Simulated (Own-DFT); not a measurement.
# Biaxial strain at fixed height in wurtzite GaN, 72 atoms (Ga36N36)

Source: density functional calculations with Own-DFT, an unreviewed in-house program that is no longer used. Nothing was measured or relaxed, and spin and spin-orbit coupling are left out.

Settings: PBE; PseudoDojo norm-conserving scalar-relativistic files; cutoff 42 hartree; 4 x 4 x 3 k mesh centred on Gamma; Fermi-Dirac smearing of 0.1 eV.

Keep in mind: forces not confirmed at this smearing and k mesh; stress not checked against mesh or cutoff.

Unstrained cell vectors in Å: (9.567, 0.000, 0.000); (-4.783, 8.285, 0.000); (0.000, 0.000, 10.370). The unstrained cell has measured lattice constants (interpolated for alloys), not those of this functional. That, the random moves and any unrelaxed bonds set the pressure at no strain. Each run strains x and y alike by e, as a substrate would, and holds the height along z. Each coordinate of each atom was shifted by a normal deviate of width 0.05 Å. Stress is positive in tension.

| e (%) | u (Å) | (s_xx + s_yy)/2 (GPa) | s_zz (GPa) |
|---|---|---|---|
| -2.50 | 0.048 | -22.22 | -12.70 |
| -2.25 | 0.051 | -20.16 | -12.30 |
| -1.75 | 0.045 | -16.23 | -12.04 |
| -1.00 | 0.050 | -13.13 | -9.56 |
| -0.75 | 0.050 | -11.87 | -8.20 |
| -0.50 | 0.045 | -9.85 | -8.47 |
| 0.50 | 0.048 | -4.85 | -6.68 |
| 1.00 | 0.047 | ? | ? |
| 2.00 | 0.047 | 2.32 | -4.76 |
| 2.50 | 0.051 | 3.98 | -3.91 |

## Worked fit

With e as a fraction, the in-plane stress is -7.4 + 519 e - 2337 e² GPa (errors 10 and 702, scatter 0.50), and s_zz is -8.0 + 179 e GPa (slope ± 13, scatter 0.65). At e = 0 the first slope is C11 + C12 and the second 2 C13, both with the ions held to the strained lattice and at the cell's own pressure. The term in e² is negative: the layer stiffens under compression and softens under tension. A free layer would change its height as e changes, and the in-plane slope would drop by 2 C13²/C33 to the biaxial modulus. At fixed height, a misfit of 1 % moves the in-plane stress by about 5.2 GPa and s_zz by 1.8 GPa.

## Check

Question: what are the two stresses at e = 1.00 %?

The fit gives -2.4 and -6.2 GPa. The calculation gave -2.16 and -5.94 GPa.
